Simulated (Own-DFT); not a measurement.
# Computed records: SiC (4H silicon carbide, atoms displaced)

A calculation, not a measurement: plane-wave PBE density functional theory by an unreviewed code, no spin, of a simulated periodic cell, stress positive in tension, free energy of the whole cell less one offset for each atom, forces on such cells passed a denser k mesh, this cell's mesh not checked; offsets are fitted by least squares, one for each functional and potential file, so energies compare only between cells with the same atoms and settings and are not formation energies; the far tail of each file's local potential was reset to the Coulomb form; each entry is a single point on an unrelaxed cell, so the pressure reflects the starting lattice, mostly measured values (interpolated for alloys), from which strain is counted, and rises with the displacements; printed positions are rounded, which can move forces by about a meV/angstrom; the program, named Own-DFT, is a retired in-house code; no spin-orbit coupling. Program: Own-DFT development build.

Settings shared by all entries: functional PBE; potential files PseudoDojo norm-conserving, scalar-relativistic, standard set; wave cutoff 42 hartree; occupations Fermi-Dirac; smearing width 0.1 eV; hardware one NVIDIA H100; k mesh 5 x 5 x 3 centred on Gamma.

(1) SiC (4H silicon carbide, atoms displaced)

```
SiC
1.0
      6.1654     0.0000     0.0000
     -3.0827     5.3394     0.0000
      0.0000     0.0000    10.0681
Si C Si C Si C Si C Si C Si C Si C Si C
2 2 2 2 2 2 2 2 2 2 2 2 2 2 2 2
Direct
  0.99968 0.99936 0.41327
  0.16451 0.30887 0.15105
  0.02404 0.01369 0.10379
  0.17226 0.32573 0.33982
  0.00222 0.52995 0.40689
  0.17419 0.82316 0.14111
  0.00429 0.50798 0.08908
  0.16642 0.83611 0.34345
  0.50239 0.00251 0.41259
  0.64692 0.31416 0.15644
  0.49266 0.99994 0.09515
  0.65720 0.32210 0.33896
  0.48915 0.48093 0.40876
  0.67642 0.84618 0.16313
  0.49299 0.49153 0.09457
  0.64910 0.82215 0.34045
  0.00378 0.99777 0.90432
  0.83062 0.66873 0.66444
  0.00638 0.00197 0.58250
  0.83288 0.65524 0.84751
  0.00382 0.50562 0.90176
  0.82785 0.16137 0.65523
  0.00957 0.48957 0.59254
  0.82165 0.16434 0.84405
  0.48737 0.97908 0.90754
  0.33161 0.66685 0.66768
  0.49533 0.99489 0.59228
  0.34682 0.68440 0.85503
  0.47855 0.48275 0.91731
  0.33261 0.17225 0.65597
  0.50310 0.48968 0.59688
  0.32208 0.14487 0.85194
```

```
free energy of cell above offsets : -0.976 eV
pressure                          : 6.9 GPa
stress xx                         : -2.09 GPa
stress yy                         : -10.59 GPa
stress zz                         : -8 GPa
stress yz                         : -1.05 GPa
stress xz                         : 0 GPa
stress xy                         : -0.78 GPa
wall time                         : 124.8 s
```

Force:
```csv
element,x (eV/Å),y (eV/Å),z (eV/Å)
Si,-0.631,-0.015,-5.199
Si,-1.364,6.457,2.95
C,-1.748,-5.95,-3.758
C,-2.017,0.25,0.816
Si,1.745,-4.034,-0.633
Si,-1.839,0.563,4.063
C,-0.059,-3.354,-0.179
C,0.158,1.388,-0.728
Si,-0.338,-1.213,-2.137
Si,1.144,2.847,-0.331
C,2.611,-0.71,-1.329
C,0.794,1.176,1.762
Si,-0.234,1.354,-1.13
Si,0.076,-1.457,-1.429
C,0.593,1.206,0.81
C,1.263,0.379,2.697
Si,-2.166,-0.884,1.347
Si,1.264,-0.528,-1.83
C,-0.8,-0.642,5.49
C,-2.094,1.13,0.083
Si,0.041,-1.509,1.385
Si,0.409,0.066,-0.304
C,-1.729,1.259,1.124
C,1.531,-0.185,-0.043
Si,0.746,5.675,1.809
Si,0.748,-0.232,-2.07
C,0.02,0.154,1.768
C,-0.045,-5.932,-2.555
Si,1.982,0.716,-1.616
Si,0.608,-1.776,0.676
C,-0.811,1.831,0.432
C,0.141,1.969,-1.942
```

(2) SiC (4H silicon carbide, atoms displaced)

```
SiC
1.0
      6.1654     0.0000     0.0000
     -3.0827     5.3394     0.0000
      0.0000     0.0000    10.0681
Si C Si C Si C Si C Si C Si C Si C Si C
2 2 2 2 2 2 2 2 2 2 2 2 2 2 2 2
Direct
  0.99062 0.97741 0.41470
  0.15011 0.32195 0.15584
  0.99625 0.99970 0.09222
  0.17428 0.32760 0.34607
  0.97983 0.48623 0.40099
  0.17887 0.83107 0.16144
  0.97978 0.50524 0.08039
  0.16681 0.86040 0.34065
  0.49356 0.99727 0.41741
  0.65558 0.33013 0.15643
  0.52263 0.02791 0.09600
  0.67409 0.31408 0.34028
  0.47728 0.49137 0.40866
  0.66061 0.82934 0.15449
  0.50100 0.52116 0.09328
  0.66832 0.85311 0.35412
  0.99601 0.00049 0.91084
  0.80359 0.65771 0.65832
  0.99189 0.01472 0.58611
  0.80059 0.65539 0.84111
  0.97738 0.49672 0.90137
  0.83880 0.15219 0.65859
  0.98679 0.48320 0.60182
  0.82987 0.16404 0.84343
  0.48637 0.98704 0.91171
  0.32230 0.66322 0.66270
  0.49639 0.98867 0.59481
  0.34270 0.67848 0.83280
  0.50460 0.51480 0.90866
  0.33219 0.16627 0.64993
  0.52510 0.52429 0.59195
  0.33578 0.17077 0.84951
```

```
free energy of cell above offsets : 0.175 eV
pressure                          : 7.74 GPa
stress xx                         : -7.13 GPa
stress yy                         : -4.94 GPa
stress zz                         : -11.16 GPa
stress yz                         : -3.75 GPa
stress xz                         : -0.31 GPa
stress xy                         : -2.03 GPa
wall time                         : 113.2 s
```

Force:
```csv
element,x (eV/Å),y (eV/Å),z (eV/Å)
Si,-2.34,2.667,-2.544
Si,0.233,1.562,-0.315
C,0.751,-0.782,0.937
C,-3.2,-0.847,-0.89
Si,2.857,1.642,1.941
Si,-1.767,0.908,-2.012
C,1.953,0.043,3.139
C,2.634,-3.58,1.041
Si,0.026,0.067,-2.007
Si,-0.007,3.099,0.323
C,-1.079,-4.783,-0.931
C,-3.572,0.907,0.239
Si,3.437,2.473,-0.341
Si,0.466,2.801,2.285
C,-0.528,-3.159,0.201
C,0.451,-3.192,-1.995
Si,0.109,0.108,-1.285
Si,6.33,2.656,1.163
C,3.934,-2.522,2.437
C,3.481,2.557,-0.075
Si,1.259,0.224,-1.433
Si,-3.781,1.786,0.793
C,-0.546,1.511,-1.369
C,-0.146,-0.465,0.581
Si,0.549,2.221,-1.321
Si,0.173,-0.178,-3.637
C,-0.888,0.857,1.127
C,-1.445,-1.469,4.677
Si,-2.627,-2.446,0.163
Si,0.297,0.516,1.67
C,-6.284,-4.788,-1.781
C,-0.732,-0.394,-0.78
```

(3) SiC (4H silicon carbide, atoms displaced)

```
SiC
1.0
      6.1654     0.0000     0.0000
     -3.0827     5.3394     0.0000
      0.0000     0.0000    10.0681
Si C Si C Si C Si C Si C Si C Si C Si C
2 2 2 2 2 2 2 2 2 2 2 2 2 2 2 2
Direct
  0.00501 0.98436 0.41104
  0.16267 0.33157 0.14918
  0.99857 0.99406 0.09874
  0.15184 0.34144 0.34683
  0.99811 0.48901 0.41187
  0.17393 0.84363 0.14821
  0.00787 0.49009 0.09767
  0.16952 0.82588 0.34535
  0.49267 0.00408 0.40896
  0.65915 0.33273 0.15198
  0.51063 0.99856 0.09464
  0.66571 0.32880 0.35052
  0.49922 0.50601 0.40800
  0.67570 0.83798 0.15714
  0.50123 0.49918 0.08986
  0.66973 0.84223 0.34687
  0.98513 0.99959 0.90805
  0.83306 0.65801 0.65573
  0.99661 0.01264 0.58092
  0.83794 0.66080 0.83952
  0.00727 0.50133 0.90721
  0.84193 0.17822 0.66345
  0.00178 0.49180 0.58844
  0.84825 0.16861 0.84975
  0.49421 0.00781 0.90700
  0.30921 0.63359 0.65950
  0.49482 0.98788 0.59535
  0.34707 0.69508 0.84192
  0.46522 0.49064 0.91755
  0.32914 0.16382 0.65132
  0.50635 0.49850 0.59439
  0.34632 0.15734 0.84780
```

```
free energy of cell above offsets : -1.425 eV
pressure                          : 5.89 GPa
stress xx                         : -6.61 GPa
stress yy                         : -3.52 GPa
stress zz                         : -7.55 GPa
stress yz                         : -0.09 GPa
stress xz                         : -1.84 GPa
stress xy                         : 3.07 GPa
wall time                         : 129.9 s
```

Force:
```csv
element,x (eV/Å),y (eV/Å),z (eV/Å)
Si,-1.745,1.826,-3.611
Si,1.263,-0.414,3.457
C,-0.029,0.815,-1.749
C,4.178,-2.18,-1.522
Si,-1.627,1.229,-2.08
Si,1.111,-2.093,2.324
C,-2.884,2.044,-1.85
C,-0.656,0.007,-0.655
Si,1.554,-0.872,0.258
Si,1.879,-0.077,1.747
C,-1.197,0.465,-0.818
C,-1.214,1.144,-1.414
Si,-0.465,-0.374,-0.808
Si,-0.75,-0.928,1.534
C,-0.539,0.374,2.325
C,0.384,-0.837,-0.497
Si,3.88,-2.281,-0.007
Si,-0.286,1.426,-0.226
C,1.007,-1.185,5.034
C,-1.359,0.271,1.599
Si,-0.744,0.892,0.324
Si,-0.929,-2.655,-1.677
C,-1.522,0.245,2.271
C,-2.335,1.173,-1.124
Si,3.616,-0.345,1.098
Si,2.225,3.806,-0.734
C,-0.221,0.241,0.744
C,-0.253,-3.748,0.694
Si,3.13,0.694,-4.283
Si,0.893,-0.729,0.609
C,-0.889,-0.502,0.318
C,-5.476,2.568,-1.282
```
